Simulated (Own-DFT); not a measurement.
WC (WC crystal, strained, atoms displaced), W$_{32}$C$_{31}$ (WC crystal with one vacancy, atoms displaced), W$_{33}$C$_{31}$ (WC crystal with substituted atoms, atoms displaced) (calculated)

A calculation, not a measurement: plane-wave PBE density functional theory by an unreviewed code, no spin, of a simulated periodic cell, stress positive in tension, free energy of the whole cell less one offset for each atom, forces on such cells moved up to 12 meV/angstrom on a denser k mesh; offsets are fitted by least squares, one for each functional and potential file, so energies compare only between cells with the same atoms and settings and are not formation energies; the far tail of each file's local potential was reset to the Coulomb form; each entry is a single point on an unrelaxed cell, so the pressure reflects the starting lattice, taken from the Materials Project, from which strain is counted, and rises with the displacements; printed positions are rounded, which can move forces by about a meV/angstrom; the program is a retired in-house code; no spin-orbit coupling; before rounding, a Quantum ESPRESSO 7.3.1 run of the same cell and cutoff gave forces within 1 meV/angstrom rms on each cell, which checks the program and not the settings. Program: Own-DFT development build.

Settings shared by all entries: functional PBE; potential files PseudoDojo norm-conserving, scalar-relativistic, standard set; wave cutoff 50 hartree; occupations cold (Marzari-Vanderbilt); smearing width 0.2 eV; k mesh 4 x 4 x 4 centred on Gamma.

(1) WC (WC crystal, strained, atoms displaced)

```xyz
64
Lattice="5.7500 -4.9005 -2.9322 -0.1682 -4.8979 8.4463 -5.8045 -5.0447 -2.7873" Properties=species:S:1:pos:R:3 WC
W     -1.5639   -12.3436     2.7040
C     -0.2092   -11.4843     4.0801
W     -3.1130    -9.8704     2.7336
C     -1.5185    -9.0963     4.2515
W     -4.4249    -7.4338     0.0717
C     -2.9597    -6.6221     1.4418
W     -4.4268    -7.5109     2.8418
C     -3.0077    -6.5750     4.2375
W      1.2143   -12.2797     2.6768
C      2.7362   -11.5352     4.1611
W     -0.1076    -9.8448    -2.9501
C      1.3410    -9.1282    -1.4745
W     -0.0334    -9.9435    -0.0634
C      1.3140    -8.9820     1.3484
W     -0.1848    -9.8502     2.6890
C      1.2694    -9.0672     4.2435
W     -1.4653    -7.5078    -2.8125
C     -0.0468    -6.5837    -1.4572
W     -1.6122    -7.5380    -0.0174
C     -0.0855    -6.6072     1.4308
W     -1.5603    -7.4002     2.7271
C     -0.1344    -6.5379     4.1333
W     -1.5428    -7.4246     5.5978
C     -0.2364    -6.5403     7.0156
W     -2.8519    -5.0159    -2.8111
C     -1.5018    -4.1743    -1.4104
W     -2.9708    -5.0460    -0.0106
C     -1.4553    -4.1889     1.3457
W      2.6766    -9.8509    -0.0247
C     -1.5327    -4.1270     4.1743
W      2.7056    -9.8749     2.7448
C      4.2036    -8.9167     4.0492
W      1.3574    -7.3983    -2.8048
C      2.7826    -6.5857    -1.4844
W      1.3392    -7.3977    -0.0810
C      2.7250    -6.5455     1.2465
W      1.4414    -7.3515     2.7146
C      2.7412    -6.4559     4.1594
W      1.3256    -7.3853     5.7451
C     -3.0446   -11.5617     4.2146
W     -0.0782    -4.9894    -2.7866
C      1.3876    -4.1579    -1.5131
W     -0.1004    -4.9302    -0.1609
C      1.3526    -4.0556     1.3946
W     -0.1399    -4.8833     2.8508
C      1.2570    -4.1199     4.2000
W     -0.1438    -4.9019     5.5507
C     -4.5112    -9.0453     4.2790
W     -1.4400    -2.6584    -0.0159
C     -0.0333    -1.6867     1.3677
W      4.2331    -7.3683    -0.0468
C     -0.0819   -11.5556    -1.4728
W      4.1536    -7.3449     2.6870
C     -0.1507   -11.6564     1.3713
W      2.9650    -5.0123    -2.9246
C      4.3207    -4.1343    -1.5217
W      2.8343    -4.9336    -0.0133
C     -1.5171    -9.1369    -1.4699
W      2.8394    -4.9467     2.7118
C     -1.5591    -9.1044     1.2977
W      1.4632    -2.5089    -0.0856
C     -2.9759    -6.6584    -1.4736
W      0.0121    -0.0601    -0.0023
C     -4.3502    -4.1883    -1.5145
```

| Quantity | Value |
| --- | --- |
| free energy of cell above offsets | 0.855 eV |
| pressure | 21.45 GPa |
| stress xx | -19.28 GPa |
| stress yy | -25.33 GPa |
| stress zz | -19.75 GPa |
| stress yz | 5.19 GPa |
| stress xz | -8.47 GPa |
| stress xy | 6.66 GPa |

Force:
```csv
element,x (eV/Å),y (eV/Å),z (eV/Å)
W,-2.787,-1.202,2.001
C,0.272,-0.476,1.564
W,2.733,-1.574,2.574
C,-1.912,0.871,-1.927
W,-0.339,-1.622,-2.531
C,-1.02,-0.036,-0.648
W,-0.83,1.585,-0.232
C,-0.106,-0.855,0.09
W,3.225,-2.315,2.985
C,-0.795,-0.013,-0.606
W,1.882,-3.383,1.432
C,-0.079,1.12,-0.729
W,-2.836,0.481,-0.328
C,-0.147,-1.142,0.117
W,1.173,-0.247,2.78
C,0.385,0.564,-1.008
W,-0.806,1.395,-2.166
C,-1.198,-1.384,0.45
W,2.5,2.821,-1.154
C,-0.346,0.706,-1.615
W,0.884,-1.085,2.943
C,0.468,-1.13,1.042
W,-1.464,0.83,-0.003
C,1.33,-0.686,-0.067
W,-2.002,0.359,-1.613
C,-0.624,-0.107,-1.302
W,0.066,1.398,0.531
C,-1.574,-0.077,1.302
W,3.422,-0.598,-2.669
C,-1.463,0.472,1.435
W,0.916,0.824,0.248
C,-0.401,-1.8,0.985
W,1.253,-1.251,-3.926
C,1.048,-0.38,0.296
W,-0.492,0.062,0.445
C,1.235,-0.409,1.447
W,-4.289,-1.005,2.764
C,0.398,-1.498,0.363
W,-0.721,0.56,-6.512
C,0.283,0.278,-0.264
W,2.758,0.173,-4.181
C,1.131,-0.273,1.415
W,2.611,-2.332,6.167
C,0.127,-0.724,-0.312
W,1.512,-1.674,-3.93
C,1.291,1.219,-0.559
W,-0.013,-0.559,3.13
C,0.233,-1.664,-0.799
W,-1.271,5.371,1.004
C,0.014,0.08,0.776
W,0.636,0.092,-3.059
C,-0.947,0.046,-0.352
W,2.478,-0.038,0.47
C,-0.859,2.458,-2.498
W,-2.315,1.735,0.809
C,-0.489,1.041,-0.449
W,-0.595,0.846,-3.049
C,0.062,-0.197,0.6
W,-1.68,2.254,0.782
C,-0.594,-0.409,0.953
W,-1.205,1.189,2.655
C,0.21,-0.532,1.008
W,0.04,1.619,-1.048
C,-0.375,0.23,1.974
```

(2) W$_{32}$C$_{31}$ (WC crystal with one vacancy, atoms displaced)

```xyz
63
Lattice="5.8332 -5.0517 -2.8394 0.0000 -5.0517 8.5183 -5.8332 -5.0517 -2.8394" Properties=species:S:1:pos:R:3 W32C31
W     -1.3981   -12.5646     2.8202
C     -0.0204   -11.7835     4.2368
W     -2.9451   -10.0694     2.8616
C     -1.5034    -9.2954     4.3039
W     -4.3705    -7.5764     0.0857
C     -2.9566    -6.6951     1.3783
W     -4.4059    -7.5193     2.7807
C     -2.9486    -6.7863     4.3167
W      1.4481   -12.6528     2.9188
C      2.8916   -11.9029     4.3234
W     -0.0602   -10.1344    -2.8415
C      1.4343    -9.1854    -1.4233
W     -0.0309    -9.9801     0.0052
C      1.4397    -9.2984     1.4451
W      0.0417   -10.0771     2.8614
C      1.4412    -9.2379     4.2831
W     -1.4819    -7.5551    -2.8125
C     -0.0116    -6.7877    -1.3466
W     -1.4093    -7.5295    -0.0105
C      0.0381    -6.7143     1.4422
W     -1.4296    -7.5777     2.8542
C     -0.0774    -6.6563     4.2302
W     -1.3872    -7.5159     5.7099
C      0.0383    -6.7781     7.0274
W     -2.8982   -10.0012     5.7184
C     -1.3906    -4.2121    -1.3839
W     -2.8504    -5.0391     0.0016
W     -2.8740    -5.0267     2.8749
C      4.3562    -9.3071     1.5373
W      2.8584   -10.1411     2.9137
C      4.3785    -9.1204     4.2788
W      1.3753    -7.4859    -2.8970
C      2.8535    -6.7591    -1.3453
W      1.5729    -7.5729    -0.0150
C      2.8667    -6.7367     1.4635
W      1.5020    -7.5620     2.8054
C      2.9220    -6.7816     4.2741
W      1.4240    -7.5655     5.7263
C     -2.9385   -11.7485     4.2092
W     -0.0087    -5.0870    -2.8262
C      1.3224    -4.1499    -1.4246
W      0.0354    -5.0044    -0.0152
C      1.4699    -4.1233     1.4196
W      0.0078    -5.0431     2.8285
C      1.3861    -4.1913     4.2319
W      0.0589    -5.0696     5.6066
C     -4.3893    -9.3261     4.2726
W     -1.3656    -2.6175     0.0532
C      0.0844    -1.7549     1.4095
W      4.2559    -7.5687    -0.0363
C     -0.0557   -11.7522    -1.4233
W      4.2613    -7.5646     2.7403
C     -0.0556   -11.8622     1.3789
W      2.9060   -10.0960     5.6514
C     -1.4254    -9.2097    -4.2855
W      2.9579    -5.0463    -0.0262
C     -1.5091    -9.2401    -1.4190
W     -2.8636   -10.0739    -0.0037
C     -1.5434    -9.2655     1.3626
W      1.4362    -2.5186     0.0127
C     -2.9686    -6.7097    -1.3800
W     -5.7636   -10.0848     5.5881
C     -4.3848    -4.2686    -1.3911
```

| Quantity | Value |
| --- | --- |
| free energy of cell above offsets | -0.520 eV |
| pressure | 5.06 GPa |
| stress xx | -5.81 GPa |
| stress yy | -2.7 GPa |
| stress zz | -6.68 GPa |
| stress yz | -0.17 GPa |
| stress xz | 0.87 GPa |
| stress xy | -0.84 GPa |

Force:
```csv
element,x (eV/Å),y (eV/Å),z (eV/Å)
W,-2.323,-1.251,0.346
C,-0.034,0.467,0.55
W,0.746,-0.505,-1.019
C,1.19,1.169,-0.669
W,-0.874,0.636,-3.214
C,1.378,0.409,1.289
W,0.065,-0.922,2.845
C,0.217,0.742,-0.831
W,0.248,0.156,-3.316
C,1.202,1.758,-0.378
W,1.712,1.075,-0.397
C,0.618,-0.898,-0.593
W,0.878,-3.151,-0.317
C,0.756,0.564,-0.368
W,-1.96,-0.415,-0.892
C,0.048,-0.109,0.153
W,-0.385,0.086,-1.142
C,0.725,1.382,-1.345
W,-1.834,-0.363,1.073
C,-0.226,0.234,-0.366
W,-1.268,0.271,-0.44
C,1.529,-1.32,-0.036
W,-2.751,-2.008,-0.608
C,-0.517,1.329,2.063
W,-0.254,-2.742,-0.52
C,-0.63,0.15,-0.293
W,-1.815,0.339,0.029
W,-1.397,-0.958,0.35
C,-0.508,0.335,-2.316
W,1.751,0.549,-1.452
C,-0.131,-2.237,-0.642
W,2.033,-3.272,3.091
C,1.299,1.045,-2.768
W,-4.503,-0.447,1.174
C,0.743,0.982,-1.648
W,-2.212,-0.448,1.917
C,-0.333,1.268,-0.147
W,1.672,-0.392,-2.692
C,0.395,-0.147,1.234
W,-0.279,1.232,-0.238
C,2.47,-0.959,0.015
W,0.052,-1.62,0.392
C,-0.031,-1.342,0.219
W,-0.705,0.53,0.147
C,1.38,-0.045,0.281
W,-1.942,1.52,2.601
C,0.75,1.655,-0.714
W,-2.09,2.052,-1.374
C,-1.629,1.026,0.634
W,3.613,-0.66,1.951
C,-0.118,0.115,-0.091
W,3.693,-0.492,3.346
C,1.031,1.698,-0.121
W,0.505,0.053,1.452
C,-0.372,-0.616,-0.065
W,-1.593,1.171,0.37
C,0.954,0.216,-0.2
W,-2.589,-0.292,-0.142
C,1.666,0.942,1.607
W,1.61,0.364,-0.409
C,0.879,0.094,-0.187
W,-2.348,-0.846,2.644
C,-0.157,0.841,0.177
```

(3) W$_{33}$C$_{31}$ (WC crystal with substituted atoms, atoms displaced)

```xyz
64
Lattice="5.8332 -5.0517 -2.8394 0.0000 -5.0517 8.5183 -5.8332 -5.0517 -2.8394" Properties=species:S:1:pos:R:3 W33C31
W     -1.4524   -12.6296     2.8527
C     -0.0196   -11.7274     4.2472
W     -2.8964   -10.1128     2.8919
C     -1.4556    -9.2683     4.2331
W     -4.4028    -7.5912     0.0240
C     -2.9941    -6.7342     1.4014
W     -4.4010    -7.5514     2.8043
C     -2.9487    -6.7276     4.3242
W      1.4340   -12.6906     2.8481
C      2.9817   -11.8685     4.2340
W      0.0248   -10.1221    -2.8816
C      1.4499    -9.3190    -1.4336
W     -0.0269   -10.1022    -0.0065
C      1.4618    -9.2563     1.3549
W     -0.0339   -10.1226     2.8623
C      1.4143    -9.2289     4.2729
W     -1.4577    -7.5898    -2.8726
C     -0.0032    -6.6474    -1.4414
W     -1.5088    -7.5909     0.0196
C     -0.0163    -6.7725     1.4102
W     -1.4473    -7.6084     2.8722
C     -0.0356    -6.7316     4.2707
W     -1.4738    -7.6334     5.6294
C      0.0094    -6.7048     7.0897
W     -2.9357    -5.0630    -2.7956
C     -1.4899    -4.2209    -1.3637
W     -2.8756    -5.0971     0.0599
C     -1.4803    -4.1394     1.3892
W      2.8944   -10.1152    -0.0106
C      4.3581    -9.2323     1.4365
W      2.9197   -10.1004     2.8716
C      4.3626    -9.2545     4.2750
W      1.4687    -7.6080    -2.8667
C      2.9608    -6.7572    -1.3778
W      1.4757    -7.6001    -0.0218
C      2.9780    -6.7408     1.4339
W      1.4288    -7.6222     2.8405
C      2.8998    -6.7303     4.2211
W      1.4231    -7.5590     5.6766
C     -2.9428   -11.7549     4.2938
W      0.0142   -10.0625     5.6477
C      1.4764    -4.2907    -1.4025
W     -0.0150    -5.0827    -0.0537
C      1.4847    -4.2982     1.3971
W     -0.0019    -5.0249     2.7874
C     -4.3410    -9.2962     1.4239
W     -0.0321    -5.0539     5.6334
C     -4.3443    -9.2778     4.2647
W     -1.4536    -2.6058    -0.0106
C     -0.0157    -1.7056     1.4218
W      4.4289    -7.5714    -0.0158
C      0.0190   -11.7823    -1.4210
W      4.3876    -7.5601     2.8517
W     -0.0275   -11.7995     1.4203
W      2.9330   -10.0712     5.6732
C      4.3525    -4.2340    -1.3734
W      2.9693    -5.0806    -0.0324
C     -1.4819    -9.2042    -1.4151
W     -2.8948   -10.1123     0.0182
C     -1.4429    -9.2630     1.4875
W      1.4725    -2.4844    -0.0311
C     -2.9788    -6.7678    -1.4256
W      5.8282    -5.0497    -2.8359
C     -4.3488    -4.2185    -1.4183
```

| Item | Value |
| --- | --- |
| free energy of cell above offsets | 10.892 eV |
| pressure | 16.47 GPa |
| stress xx | -14.44 GPa |
| stress yy | -15.25 GPa |
| stress zz | -19.73 GPa |
| stress yz | 0.04 GPa |
| stress xz | 0.21 GPa |
| stress xy | -0.37 GPa |

Force:
```csv
element,x (eV/Å),y (eV/Å),z (eV/Å)
W,-7.521,-3.732,6.022
C,0.263,-1.329,1.186
W,-1.061,-0.084,-1.369
C,-0.529,-0.108,0.933
W,0.447,-0.479,-1.709
C,1.347,-0.297,0.548
W,6.986,-4.547,-4.142
C,0.493,-0.069,-1.12
W,6.899,-2.144,5.008
C,-1.046,1.046,0.584
W,-0.465,0.149,1.173
C,0.235,0.901,-0.034
W,0.571,7.664,-5.513
C,0.203,-0.015,1.132
W,1.243,7.94,4.608
C,1.021,-0.427,-0.168
W,0.107,1.073,1.635
C,0.009,-2.002,-0.408
W,1.03,0.384,-0.506
C,0.144,0.243,-0.014
W,-0.828,1.306,-1.13
C,0.412,-0.013,-0.547
W,0.345,1.328,1.842
C,-0.374,-0.675,-0.143
W,0.692,-0.114,-0.798
C,0.57,-0.426,-1.386
W,-1.616,0.774,-2.038
C,0.521,-1.788,0.982
W,0.725,0.049,0.704
C,0.261,-0.643,-0.572
W,-0.38,-0.32,-0.809
C,0.206,-0.621,-0.284
W,-0.1,1.097,1.025
C,-0.53,-0.116,-1.232
W,-0.333,0.602,0.229
C,-0.953,0.116,-0.543
W,0.561,1.422,-0.583
C,-0.535,-0.051,0.954
W,0.767,-0.205,0.006
C,0.351,-0.39,-0.413
W,-0.418,-1.496,1.31
C,-0.098,1.437,-0.53
W,0.885,0.518,1.872
C,-0.231,1.166,-0.012
W,-0.053,-1.243,1.054
C,-0.747,0.187,-0.114
W,0.811,0.053,1.062
C,-0.608,-0.349,-0.183
W,0.08,2.831,-0.302
C,0.611,0.205,-0.453
W,-1.224,-0.183,0.551
C,-0.351,0.235,-0.956
W,-7.759,-4.805,-7.113
W,1.873,0.487,0.872
W,-0.427,-1.601,0.039
C,0.754,0.202,-1.105
W,-1.435,0.214,1.594
C,0.253,-0.926,-0.292
W,-0.732,0.007,-0.78
C,-0.786,0.249,-0.944
W,-0.868,-1.972,0.859
C,0.921,0.28,0.276
W,-0.07,-0.456,-0.289
C,-0.521,-0.54,0.474
```
